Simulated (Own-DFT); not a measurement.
## Calculated data, Si47N64 (beta silicon nitride with one vacancy, atoms displaced)

Computed with Own-DFT development build. A calculation, not a measurement: plane-wave PBE density functional theory by an unreviewed code, no spin, of a simulated periodic cell, stress positive in tension, free energy of the whole cell less one offset for each atom, some atoms lie very close together, defect cell not probed for a lower state with spin; forces on such cells moved up to 12 meV/angstrom on a denser k mesh; offsets are fitted by least squares, one for each functional and potential file, so energies compare only between cells with the same atoms and settings and are not formation energies; the far tail of each file's local potential was reset to the Coulomb form; each entry is a single point on an unrelaxed cell, so the pressure reflects the starting lattice, mostly measured values (interpolated for alloys), from which strain is counted, and rises with the displacements; printed positions are rounded, which can move forces by about a meV/angstrom; the program, named Own-DFT, is a retired in-house code; no spin-orbit coupling; before rounding, a Quantum ESPRESSO 7.3.1 run of the same cell and cutoff gave forces within 1 meV/angstrom rms on each cell, which checks the program and not the settings.

Settings shared by all entries: functional PBE; potential files PseudoDojo norm-conserving, scalar-relativistic, standard set; wave cutoff 42 hartree; occupations Fermi-Dirac; smearing width 0.1 eV; k mesh 2 x 2 x 4 centred on Gamma.

(1) 
```cif
# cell vector a (Å): 15.2120 0.0000 0.0000
# cell vector b (Å): -7.6060 13.1740 0.0000
# cell vector c (Å): 0.0000 0.0000 5.8180
data_Si47N64
_symmetry_space_group_name_H-M 'P 1'
_symmetry_Int_Tables_number 1
_cell_length_a 15.2120
_cell_length_b 15.2120
_cell_length_c 5.8180
_cell_angle_alpha 90.000
_cell_angle_beta 90.000
_cell_angle_gamma 120.000
_cell_volume 1165.94
loop_
_atom_site_label
_atom_site_type_symbol
_atom_site_fract_x
_atom_site_fract_y
_atom_site_fract_z
_atom_site_occupancy
Si1 Si 0.09464 0.39001 0.14924 1
Si2 Si 0.11085 0.20009 0.12869 1
Si3 Si 0.30492 0.41412 0.11712 1
Si4 Si 0.41934 0.11064 0.36140 1
Si5 Si 0.39609 0.31152 0.35002 1
Si6 Si 0.20143 0.08404 0.38238 1
N1 N 0.16375 0.01697 0.12606 1
N2 N 0.47841 0.14652 0.12389 1
N3 N 0.34151 0.33451 0.11136 1
N4 N 0.34281 0.48840 0.36700 1
N5 N 0.01192 0.33593 0.39883 1
N6 N 0.15421 0.17482 0.38646 1
N7 N 0.15592 0.32727 0.15426 1
N8 N 0.33486 0.15928 0.36798 1
Si7 Si 0.08395 0.37576 0.61215 1
Si8 Si 0.11581 0.20461 0.62786 1
Si9 Si 0.29471 0.41590 0.62901 1
Si10 Si 0.41580 0.11174 0.86281 1
Si11 Si 0.38095 0.30005 0.86244 1
N9 N 0.16734 0.01411 0.65419 1
N10 N 0.48016 0.15115 0.63111 1
N11 N 0.35784 0.33969 0.65067 1
N12 N 0.34149 0.49052 0.84799 1
N13 N 0.01493 0.35316 0.86332 1
N14 N 0.14201 0.14998 0.87228 1
N15 N 0.17827 0.33734 0.60610 1
N16 N 0.33185 0.17010 0.85758 1
Si12 Si 0.08663 0.87840 0.12052 1
Si13 Si 0.10987 0.69900 0.11760 1
Si14 Si 0.29256 0.91237 0.11418 1
Si15 Si 0.41563 0.61640 0.37403 1
Si16 Si 0.39065 0.79444 0.38879 1
Si17 Si 0.20086 0.58077 0.40851 1
N17 N 0.17408 0.51565 0.14216 1
N18 N 0.48157 0.64512 0.12920 1
N19 N 0.34909 0.82941 0.15107 1
N20 N 0.33252 0.99685 0.37625 1
N21 N 0.01764 0.85011 0.37657 1
N22 N 0.15739 0.67027 0.37468 1
N23 N 0.17332 0.83760 0.09754 1
N24 N 0.32669 0.66547 0.36870 1
Si18 Si 0.08951 0.88679 0.62546 1
Si19 Si 0.10915 0.69280 0.61982 1
Si20 Si 0.29720 0.90698 0.62343 1
Si21 Si 0.41916 0.61853 0.88087 1
Si22 Si 0.38736 0.80918 0.88890 1
Si23 Si 0.19244 0.58469 0.86270 1
N25 N 0.15387 0.50515 0.64153 1
N26 N 0.48247 0.64991 0.61332 1
N27 N 0.35036 0.82952 0.61421 1
N28 N 0.33783 0.98933 0.85299 1
N29 N 0.01312 0.85455 0.87243 1
N30 N 0.14327 0.65769 0.86679 1
N31 N 0.15145 0.82534 0.61150 1
N32 N 0.33904 0.66692 0.88976 1
Si24 Si 0.59132 0.39478 0.11947 1
Si25 Si 0.61871 0.21460 0.10682 1
Si26 Si 0.78954 0.41677 0.12521 1
Si27 Si 0.93574 0.12551 0.37870 1
Si28 Si 0.88844 0.29885 0.39053 1
Si29 Si 0.70453 0.08238 0.37332 1
N33 N 0.66469 0.00999 0.13757 1
N34 N 0.97999 0.14483 0.12910 1
N35 N 0.84783 0.32924 0.12475 1
N36 N 0.83231 0.48882 0.37135 1
N37 N 0.52033 0.35440 0.37394 1
N38 N 0.64377 0.17109 0.36375 1
N39 N 0.67165 0.34377 0.10708 1
N40 N 0.83938 0.16240 0.37534 1
Si30 Si 0.58254 0.38416 0.59971 1
Si31 Si 0.62655 0.20259 0.63182 1
Si32 Si 0.78696 0.40568 0.62843 1
Si33 Si 0.90789 0.10573 0.87788 1
Si34 Si 0.89106 0.30084 0.87644 1
Si35 Si 0.69898 0.08411 0.87260 1
N41 N 0.66481 0.00788 0.62131 1
N42 N 0.97755 0.15038 0.60901 1
N43 N 0.85528 0.33492 0.63216 1
N44 N 0.84008 0.49031 0.86781 1
N45 N 0.52300 0.35814 0.86566 1
N46 N 0.64973 0.16607 0.89278 1
N47 N 0.67127 0.33776 0.62618 1
N48 N 0.82138 0.15515 0.88506 1
Si36 Si 0.58641 0.88344 0.12159 1
Si37 Si 0.62372 0.70629 0.11440 1
Si38 Si 0.79906 0.91218 0.11592 1
Si39 Si 0.92327 0.61895 0.37069 1
Si40 Si 0.89419 0.80419 0.35890 1
Si41 Si 0.69879 0.58010 0.35705 1
N49 N 0.66635 0.51498 0.10170 1
N50 N 0.98928 0.65825 0.11813 1
N51 N 0.85910 0.84914 0.11961 1
N52 N 0.84529 0.98872 0.38173 1
N53 N 0.50613 0.83849 0.36729 1
N54 N 0.65642 0.65981 0.35110 1
N55 N 0.65880 0.83119 0.13469 1
N56 N 0.83558 0.67338 0.38941 1
Si42 Si 0.60221 0.90226 0.60574 1
Si43 Si 0.62005 0.70655 0.64589 1
Si44 Si 0.79688 0.90515 0.64777 1
Si45 Si 0.91546 0.61900 0.88939 1
Si46 Si 0.88495 0.80625 0.87693 1
Si47 Si 0.70799 0.59305 0.87893 1
N57 N 0.66832 0.51313 0.61545 1
N58 N 0.99901 0.64896 0.63328 1
N59 N 0.85512 0.83927 0.61923 1
N60 N 0.85038 0.98532 0.87740 1
N61 N 0.50292 0.84790 0.87124 1
N62 N 0.65289 0.66744 0.88486 1
N63 N 0.67215 0.83073 0.62539 1
N64 N 0.82717 0.65841 0.87155 1
_calc_free_energy_of_cell_above_offsets '25.190'  # eV
_calc_pressure 12.49  # GPa
_calc_stress_xx -13.62  # GPa
_calc_stress_yy -13.8  # GPa
_calc_stress_zz -10.06  # GPa
_calc_stress_yz -1.73  # GPa
_calc_stress_xz -0.77  # GPa
_calc_stress_xy -4.04  # GPa
```

Force:
```csv
element,x (eV/Å),y (eV/Å),z (eV/Å)
Si,-2.586,-1.615,-2.472
Si,2.675,-1.279,-1.708
Si,-6.578,3.757,0.086
Si,-2.462,3.554,4.362
Si,-3.241,-4.914,3.449
Si,-0.482,0.576,1.046
N,0.058,-2.11,1.315
N,4.422,2.853,-3.943
N,5.461,-2.576,0.998
N,-0.342,-2.373,0.394
N,-0.68,0.867,-5.657
N,1.343,-2.18,-1.908
N,3.864,1.61,-1.779
N,-0.95,4.255,-0.197
Si,3.066,0.93,5.865
Si,1.158,-1.395,2.305
Si,5.348,1.083,-3.011
Si,-4.739,1.914,2.422
Si,5.614,-4.21,6.22
N,-0.076,1,-3.003
N,5.177,2.201,-3.664
N,-4.734,4.055,-11.43
N,-0.247,-0.579,4.78
N,2.809,0.268,2.516
N,-2.223,2.623,0.682
N,-6.001,-2.904,1.15
N,2.059,-0.228,0.551
Si,-0.494,4.132,-0.299
Si,5.691,2.699,0.786
Si,4.141,3.543,1.706
Si,-2.776,0.217,-0.715
Si,-5.819,-3.088,-1.374
Si,-0.123,2.273,-4.346
N,-1.632,0.4,-0.552
N,3.663,1.903,-0.992
N,-2.678,2.557,-2.486
N,0.291,-9.312,-0.552
N,0.703,-0.023,-1.195
N,-1.144,-1.468,-0.774
N,-3.297,-4.665,0.366
N,3.052,-1.433,1.383
Si,-1.685,1.46,0.772
Si,9.016,6.996,-1.334
Si,-2.783,0.972,-2.282
Si,-2.164,0.064,-1.877
Si,-3.493,-5.281,-0.253
Si,5.752,0.029,4.917
N,0.438,0.65,-1.641
N,3.714,1.797,3.157
N,-2.282,1.719,3.526
N,0.434,-4.741,2.232
N,0.518,-1.087,0.679
N,-1.278,1.435,1.575
N,6.324,-0.137,0.32
N,-3.738,0.365,-1.003
Si,-0.23,-3.847,-2.606
Si,-2.026,-1.266,3.828
Si,6.927,2.651,-0.82
Si,-9.982,-7.145,-6.773
Si,-1.723,-3.185,-2.974
Si,1.427,4.511,-0.689
N,-0.79,0.347,-2.446
N,2.284,1.524,-4.931
N,-0.937,1.597,1.354
N,0.631,-0.531,0.62
N,-1.788,-0.591,-6.26
N,3.361,-2.175,0.793
N,-4.059,-3.675,0.491
N,-2.65,1.018,0.351
Si,4.301,2.095,8.103
Si,-4.689,1.258,-1.335
Si,6.921,6.357,-0.284
Si,-0.98,5.522,-0.729
Si,-1.743,-2.591,1.622
Si,-0.289,-0.347,2.395
N,0.559,17.32,1.431
N,6.292,4.017,13.55
N,-3.162,0.998,-0.271
N,-0.199,-1.986,1.053
N,-1.981,-1.121,0.916
N,1.626,-1.595,-3.479
N,-5.3,-5.462,-0.489
N,3.497,2.637,-0.68
Si,-3.846,-1.96,-0.731
Si,-3.518,-1.21,5.061
Si,-2.64,3.086,4.821
Si,-3.549,0.096,3.207
Si,-2.451,-1.656,2.213
Si,3.439,1.901,2.564
N,0.119,1.921,2.324
N,-1.35,-0.676,1.704
N,1.833,-3.006,0.596
N,-0.972,-2.116,-0.134
N,8.626,5.108,0.692
N,-3.894,2.737,1.965
N,3.973,0.698,-1.04
N,2.011,-1.771,-1.535
Si,-4.005,-22.41,0.242
Si,-1.354,-3.169,-4.829
Si,1.166,4.486,-4.906
Si,-1.129,-0.987,-4.628
Si,2.233,-2.253,-1.873
Si,-1.868,-3.458,-3.83
N,-0.897,0.897,-0.062
N,-13.89,-6.215,-0.343
N,1.334,-1.557,0.131
N,-1.705,-4.369,-0.375
N,9.365,4.899,-0.463
N,1.167,-0.543,-2.795
N,-3.236,2.25,0.488
N,3.676,5.78,0.675
```

(2) 
```cif
# cell vector a (Å): 15.2120 0.0000 0.0000
# cell vector b (Å): -7.6060 13.1740 0.0000
# cell vector c (Å): 0.0000 0.0000 5.8180
data_Si47N64
_symmetry_space_group_name_H-M 'P 1'
_symmetry_Int_Tables_number 1
_cell_length_a 15.2120
_cell_length_b 15.2120
_cell_length_c 5.8180
_cell_angle_alpha 90.000
_cell_angle_beta 90.000
_cell_angle_gamma 120.000
_cell_volume 1165.94
loop_
_atom_site_label
_atom_site_type_symbol
_atom_site_fract_x
_atom_site_fract_y
_atom_site_fract_z
_atom_site_occupancy
Si1 Si 0.07837 0.38004 0.12882 1
Si2 Si 0.11839 0.20418 0.10548 1
Si3 Si 0.29665 0.40582 0.14850 1
Si4 Si 0.40807 0.10663 0.39294 1
Si5 Si 0.38453 0.30293 0.37802 1
Si6 Si 0.20530 0.08380 0.35564 1
N1 N 0.16542 0.01041 0.13854 1
N2 N 0.48399 0.14485 0.12817 1
N3 N 0.34700 0.33554 0.11990 1
N4 N 0.31738 0.47220 0.38386 1
N5 N 0.01511 0.35133 0.37219 1
N6 N 0.16466 0.17271 0.36963 1
N7 N 0.15154 0.32353 0.13336 1
N8 N 0.32896 0.17194 0.36635 1
Si7 Si 0.07828 0.38649 0.61975 1
Si8 Si 0.10770 0.20433 0.60947 1
Si9 Si 0.29666 0.41397 0.62233 1
Si10 Si 0.42199 0.12166 0.83059 1
Si11 Si 0.37658 0.29021 0.87126 1
Si12 Si 0.20241 0.09560 0.88347 1
N9 N 0.16703 0.01829 0.61085 1
N10 N 0.48462 0.14605 0.62214 1
N11 N 0.34816 0.32475 0.62128 1
N12 N 0.32746 0.48273 0.88341 1
N13 N 0.02103 0.35744 0.86846 1
N14 N 0.15009 0.17205 0.87259 1
N15 N 0.16668 0.33129 0.65425 1
N16 N 0.32647 0.16823 0.90474 1
Si13 Si 0.08719 0.88071 0.14173 1
Si14 Si 0.12269 0.71202 0.12484 1
Si15 Si 0.30218 0.90646 0.13163 1
Si16 Si 0.42213 0.62657 0.39020 1
Si17 Si 0.39020 0.79984 0.34862 1
Si18 Si 0.19769 0.57503 0.39249 1
N17 N 0.17190 0.51221 0.12769 1
N18 N 0.48297 0.65541 0.12104 1
N19 N 0.34712 0.82568 0.10325 1
N20 N 0.32383 0.98084 0.38168 1
N21 N 0.01846 0.84743 0.36420 1
N22 N 0.15118 0.66661 0.35198 1
N23 N 0.16891 0.83817 0.14823 1
N24 N 0.32774 0.66000 0.36904 1
Si19 Si 0.08128 0.88417 0.62167 1
Si20 Si 0.11648 0.70587 0.61012 1
Si21 Si 0.29230 0.90723 0.64732 1
Si22 Si 0.41715 0.61296 0.88945 1
Si23 Si 0.38553 0.80242 0.84950 1
Si24 Si 0.20822 0.59661 0.87712 1
N25 N 0.16875 0.51348 0.63563 1
N26 N 0.49336 0.65210 0.59581 1
N27 N 0.36734 0.84447 0.64634 1
N28 N 0.33188 0.97995 0.85538 1
N29 N 0.01684 0.84167 0.86470 1
N30 N 0.15394 0.66570 0.87638 1
N31 N 0.17307 0.82941 0.62697 1
N32 N 0.32381 0.66123 0.88886 1
Si25 Si 0.59067 0.38132 0.13367 1
Si26 Si 0.60192 0.18445 0.12996 1
Si27 Si 0.78977 0.41202 0.12893 1
Si28 Si 0.91097 0.11833 0.38733 1
Si29 Si 0.69625 0.08689 0.37729 1
N33 N 0.66311 0.02499 0.12619 1
N34 N 0.99251 0.15571 0.12951 1
N35 N 0.85382 0.32727 0.08976 1
N36 N 0.83440 0.47859 0.35827 1
N37 N 0.51542 0.36171 0.35559 1
N38 N 0.65770 0.16823 0.37497 1
N39 N 0.65064 0.32288 0.11935 1
N40 N 0.82979 0.16142 0.37625 1
Si30 Si 0.58706 0.38242 0.62030 1
Si31 Si 0.60266 0.19804 0.63670 1
Si32 Si 0.80472 0.42492 0.63539 1
Si33 Si 0.92181 0.12387 0.88525 1
Si34 Si 0.87310 0.28541 0.90079 1
Si35 Si 0.69192 0.08626 0.87430 1
N41 N 0.66383 0.00811 0.58709 1
N42 N 0.98404 0.14964 0.63518 1
N43 N 0.84564 0.32449 0.63910 1
N44 N 0.83530 0.47812 0.86696 1
N45 N 0.51377 0.34549 0.86867 1
N46 N 0.64926 0.16208 0.90074 1
N47 N 0.66933 0.33781 0.60928 1
N48 N 0.83465 0.17724 0.87903 1
Si36 Si 0.58504 0.88874 0.12554 1
Si37 Si 0.61981 0.70719 0.11260 1
Si38 Si 0.79520 0.91746 0.12996 1
Si39 Si 0.92077 0.62692 0.37515 1
Si40 Si 0.87472 0.80894 0.37255 1
Si41 Si 0.70582 0.58949 0.39493 1
N49 N 0.65778 0.51078 0.08915 1
N50 N 0.98828 0.65404 0.10380 1
N51 N 0.84706 0.83221 0.12668 1
N52 N 0.82680 0.99359 0.36779 1
N53 N 0.52096 0.85090 0.39307 1
N54 N 0.65932 0.67713 0.39361 1
N55 N 0.67470 0.83378 0.14553 1
N56 N 0.83108 0.66864 0.36232 1
Si42 Si 0.58947 0.89526 0.61999 1
Si43 Si 0.61525 0.69375 0.63379 1
Si44 Si 0.79472 0.90308 0.60670 1
Si45 Si 0.90757 0.61255 0.84503 1
Si46 Si 0.89061 0.80467 0.86641 1
Si47 Si 0.70057 0.58826 0.87229 1
N57 N 0.66785 0.51548 0.62795 1
N58 N 0.98519 0.64976 0.63522 1
N59 N 0.83934 0.82005 0.64751 1
N60 N 0.83634 0.99308 0.87267 1
N61 N 0.52023 0.84582 0.85736 1
N62 N 0.65510 0.67119 0.88175 1
N63 N 0.66857 0.82596 0.62888 1
N64 N 0.83169 0.67388 0.87387 1
_calc_free_energy_of_cell_above_offsets '30.142'  # eV
_calc_pressure 14.56  # GPa
_calc_stress_xx -11.68  # GPa
_calc_stress_yy -12.94  # GPa
_calc_stress_zz -19.05  # GPa
_calc_stress_yz -1.26  # GPa
_calc_stress_xz 1.52  # GPa
_calc_stress_xy -0.74  # GPa
```

Force:
```csv
element,x (eV/Å),y (eV/Å),z (eV/Å)
Si,0.952,2.011,-1.19
Si,-0.133,-0.481,5.292
Si,-5.344,0.99,-3.905
Si,-3.653,1.683,-6.441
Si,1.307,-1.557,-2.973
Si,-1.581,2.886,4.449
N,-0.902,-0.682,-5.267
N,-4.732,-2.972,-0.685
N,2.671,-1.489,0.198
N,1.591,5.498,-1.297
N,-0.661,-0.49,1.075
N,-3.387,-0.002,-0.649
N,3.143,3.842,0.113
N,5.445,-1.416,1.067
Si,2.332,-0.374,-0.181
Si,4.823,0.714,-0.261
Si,-0.097,-3.268,4.795
Si,-9.616,-4.322,15.64
Si,1.734,3.678,0.849
Si,-0.733,-3.843,-1.669
N,-0.538,-1.326,2.753
N,1.445,0.448,-7.376
N,-3.327,3.24,1.785
N,1.89,0.291,0.033
N,-2.99,-2.396,1.778
N,1.923,-2.087,-3.376
N,-1.527,0.878,-1.248
N,4.623,-2.336,-1.629
Si,1.028,1.78,-5.191
Si,-1.31,-2.787,-2.805
Si,-3.547,2.917,-0.95
Si,-5.855,-3.775,-6.167
Si,0.111,-3.163,4.041
Si,-0.373,1.963,-4.238
N,-1.302,0.247,0.007
N,3.524,1.307,2.721
N,-0.059,1.95,2.146
N,2.093,-0.911,0.332
N,-4.93,-1.814,4.409
N,1.003,-0.987,4.162
N,2.506,-0.406,-1.033
N,1.806,3.188,0.91
Si,3.668,2.109,-0.88
Si,2.395,-3.197,1.336
Si,2.502,-1.118,-5.873
Si,-4.923,-1.551,-3.857
Si,7.743,-8.366,10.04
Si,-3.045,-7.663,1.177
N,-0.826,0.556,1.248
N,0.355,-0.812,7.971
N,-7.22,4.824,-14.24
N,0.952,5.208,6.445
N,-0.738,1.169,2.336
N,-3.453,2.571,-1.474
N,-4.838,0.283,0.129
N,8.948,6.566,-1.186
Si,-4.939,2.175,-3.817
Si,2.833,5.247,2.932
Si,2.254,-5.203,-2.682
Si,0.713,2.57,-1.51
Si,4.609,3.332,-1.797
N,-0.35,-4.916,-1.298
N,-2.488,-2.155,1.239
N,-13.23,10.48,16.35
N,0.116,4.692,4.096
N,-0.167,-0.873,3.597
N,-5.572,1.26,2.195
N,7.144,-1.507,0.11
N,-1.465,-0.156,0.155
Si,-1.462,0.689,0.203
Si,10.06,6.042,-1.44
Si,1.01,-8.533,-8.237
Si,-3.298,-1.092,0.74
Si,8.927,5.91,-15.77
Si,6.6,-0.258,-1.869
N,-0.193,6.289,5.598
N,-0.748,-0.62,-1.826
N,-1.688,2.089,0.53
N,-0.67,5.87,6.001
N,-0.909,-1.034,-0.04
N,-4.128,1.532,-5.219
N,-0.166,-2.355,0.796
N,2.874,-16.43,-1.296
Si,2.99,-0.258,-0.41
Si,-0.81,-0.007,4.366
Si,1.786,2.012,-2.763
Si,-1.104,-1.688,-3.554
Si,5.751,-5.129,2.374
Si,-1.05,0.233,-3.961
N,0.759,0.026,5.161
N,-0.8,-0.188,1.317
N,-1.884,2.987,-3.444
N,1.875,-3.878,1.48
N,-3.214,-1.646,-6.057
N,2.122,-2.807,-4.417
N,-4.841,0.38,-0.91
N,1.741,1.333,0.79
Si,4.098,-7.617,2.591
Si,-0.555,4.331,-0.309
Si,-2.912,3.754,2.861
Si,-2.043,0.727,7.041
Si,2.23,-2.961,5.356
Si,1.811,1.1,-0.258
N,-0.403,-0.519,-0.098
N,1.673,0.928,-4.728
N,-2.027,3.447,-5.783
N,0.401,-2.454,-0.212
N,-1.648,0.26,3.549
N,0.283,-1.758,-0.593
N,-2.386,1.636,0.232
N,1.623,-2.493,-0.564
```
